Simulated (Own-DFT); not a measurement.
# Energy and forces against displacement in diamond germanium, 16 atoms (Ge16)

All numbers below are calculated, not measured. They come from Own-DFT, an in-house plane-wave density functional program, since retired, whose code no person has reviewed. Each row is one single-point run on a periodic cell that was not relaxed, without spin or spin-orbit coupling.

Settings of every run: PBE; PseudoDojo norm-conserving scalar-relativistic files; cutoff 42 hartree; 5 x 5 x 5 k mesh centred on Gamma; Fermi-Dirac smearing of 0.1 eV.

Known limits: k mesh not checked against a denser one; stress not checked against mesh or cutoff.

Cell vectors in Å: (0.000, 5.658, 5.658); (5.658, 0.000, 5.658); (5.658, 5.658, 0.000). In each run every atom was moved at random and independently from its ideal site; u is the rms move along one axis. E is the free energy for each atom above the fitted value at u = 0, and F the rms of the force components.

```
run,u (Å),E (meV/atom),F (eV/Å),largest force (eV/Å),P (GPa)
1,0.0189,4.1,0.256,0.77,3.87
2,0.0224,9.2,0.376,1.02,3.95
3,0.0505,34.1,0.624,1.41,4.22
4,0.0533,50.7,0.767,1.95,4.48
5,0.0846,?,?,?,?
6,0.0925,124.1,1.168,3.51,5.41
7,0.0933,128.5,1.205,4.56,5.37
8,0.1517,385.6,2.259,5.36,8.98
```

## Worked fit

For small independent moves the energy grows as E = (3/2) K u², with K the mean stiffness felt by one atom. The runs with u up to 0.11 Å give K = 10.1 ± 0.7 eV/Å², with residuals divided by u² + 0.0006 Å², since the noise grows with the moves. The scatter is 5.2 meV/atom at u = 0.05 Å. The forces follow F = G u with G = 13.8 eV/Å²; no force at u = 0 is resolved. G exceeds K because the moves of its neighbours add to the force on an atom, and stiffness differs between atoms. At u = 0.152 Å the parabola gives 348 meV/atom and the run 386. The pressure follows P = 3.84 + 180 u² GPa: at fixed volume, shortened bonds push harder than stretched ones pull.

## Withheld run

Question: what energy and rms force should run 5 give?

The fit gives 108 ± 15 meV/atom and about 1.17 eV/Å. The calculation gave 85.1 meV/atom and 0.928 eV/Å. This run lies off the fit, by chance or by something that the fit leaves out.
